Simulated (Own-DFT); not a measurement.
# How strain changes the stress of 2H SiC, 32 atoms (C16Si16)

These are calculations, not measurements. They come from Own-DFT, an in-house plane-wave density functional program, since retired, whose code no person has reviewed. Each row is one single-point run on a periodic cell that was not relaxed, without spin or spin-orbit coupling.

Settings of every run: PBE; PseudoDojo norm-conserving scalar-relativistic files; cutoff 42 hartree; 5 x 5 x 3 k mesh centred on Gamma; Fermi-Dirac smearing of 0.1 eV.

Known limits: forces on such cells passed a denser k mesh, each cell not checked; stress not checked against mesh or cutoff.

Unstrained cell vectors in Å: (6.165, 0.000, 0.000); (-3.083, 5.339, 0.000); (0.000, 0.000, 10.068). The unstrained cell has measured lattice constants (interpolated for alloys), not those of this functional. That, the random moves and any unrelaxed bonds set the pressure at no strain. Each run strains this cell uniformly, with the atoms carried along. Every atom was also moved at random, by a Gaussian of width 0.05 Å on each axis. Strain is the symmetric tensor, in per cent. Stress is positive in tension, and the pressure is minus a third of its trace.

```
run  e_xx (%)  e_yy (%)  e_zz (%)  e_yz (%)  e_xz (%)  e_xy (%)  s_xx (GPa)  s_yy (GPa)  s_zz (GPa)  s_yz (GPa)  s_xz (GPa)  s_xy (GPa)  P (GPa)  E (meV/atom)
  1      0.55      1.14     -1.48     -0.97     -1.29      1.80        0.86        1.08      -18.53       -2.67       -4.19        6.88     5.53          66.2
  2     -1.11      1.99     -1.97     -1.21      0.07      0.01      -10.27        4.67      -19.61       -4.10       -0.15       -0.67     8.40          54.1
  3     -1.30      0.68      0.69      1.96      0.38     -1.56       -9.16       -1.31       -5.59        5.71        1.05       -7.37     5.35          46.5
  4      0.98      1.00     -0.92      0.53      0.08      0.66        1.50        1.89      -13.42        2.64       -0.24        2.29     3.34          40.9
  5     -0.44     -0.30      0.82     -0.89      1.50      1.13       -8.90       -4.59       -1.90       -2.66        7.27        6.14     5.13          36.6
  6     -1.70      0.19      1.05      0.01     -1.12     -1.95      -12.62       -3.72       -3.30       -0.76       -5.62       -9.99     6.55          38.1
  7      0.53     -0.12      0.45     -1.50     -1.60     -0.06       -1.50       -3.69       -6.72       -2.76       -7.78       -1.44     3.97          50.8
  8      1.62      0.74      1.36      0.91      0.53      1.27        4.27        1.50        2.18        2.48        1.55        7.05    -2.65          21.2
  9     -0.24     -1.63     -1.31     -0.41      1.33      1.38       -5.75      -17.37      -17.05       -2.91        3.94        8.49    13.39          54.5
 10      1.23     -1.37     -1.08      1.39     -1.52     -1.19       -0.41      -15.16      -14.63        4.15       -3.24       -8.96    10.07         116.5
 11      0.78      1.40      1.43     -0.28     -0.09     -0.83        0.53        6.28        1.95       -0.49       -0.87       -2.41    -2.92           0.0
 12      0.88      1.65      1.08     -1.68      1.58      0.31        3.32        3.38        0.86       -4.56        4.18        0.74    -2.52          33.8
 13      0.21     -1.47     -1.15     -0.59      1.41     -0.66       -6.51      -10.27      -16.53       -2.25        6.61       -3.01    11.10          30.7
 14     -1.44      1.57      1.66      1.37     -0.13      0.45      -11.11        2.51        3.81        3.70       -0.23        1.26     1.59          25.4
 15      1.38      1.54      1.87     -1.88      0.32     -0.09        3.26        3.85        5.63       -7.30        2.81        2.52    -4.25          43.6
 16      0.58     -1.79      1.60     -1.91      1.92     -0.10       -1.57      -18.37        1.86       -7.08        6.55        0.34     6.02          76.8
 17     -1.59     -0.39     -1.52     -1.30     -0.40      0.83      -19.23       -8.53      -15.81       -5.28       -1.46        3.48    14.52          66.5
 18     -1.73      0.69      1.45     -1.86      0.02     -0.82           ?           ?           ?           ?           ?           ?        ?             ?
```

E is the free energy for each atom above the lowest run shown.

## Worked fit

Each stress component was fitted by least squares to a constant and the strains of the runs shown, as fractions, with shears doubled. Shear strains stay in the fit of a normal stress only where such slopes are resolved. The slopes, in GPa:

```
stress,at no strain,per e_xx,per e_yy,per e_zz,scatter
s_xx,-4.9,563 ± 44,92 ± 40,42 ± 38,1.95
s_yy,-5.2,43 ± 49,600 ± 44,22 ± 41,2.15
s_zz,-8.0,30 ± 31,43 ± 27,640 ± 26,1.34
```

Each shear stress against twice its own strain: yz 155 ± 11, xz 188 ± 19, xy 244 ± 19 GPa. These are stiffnesses along x, y and z of the frame in which the cell vectors are given, which need not be the crystal's axes. The atoms are held to the strained lattice; where symmetry lets them move under strain, relaxing them would lower some slopes. The table should be nearly symmetric about its diagonal, and what it lacks of that shows the noise. A ninth of its sum, 230 ± 6 GPa, estimates the bulk modulus near the mean pressure of these runs, 4.9 GPa, so it lies above the value at zero pressure.

## Withheld run

Question: what normal stresses and pressure should run 18 give?

The fit gives s_xx = -13.5, s_yy = -1.5, s_zz = 1.1 and P = 4.6 GPa. The calculation gave -10.47, -2.79, 1.31 and P = 3.98 GPa.
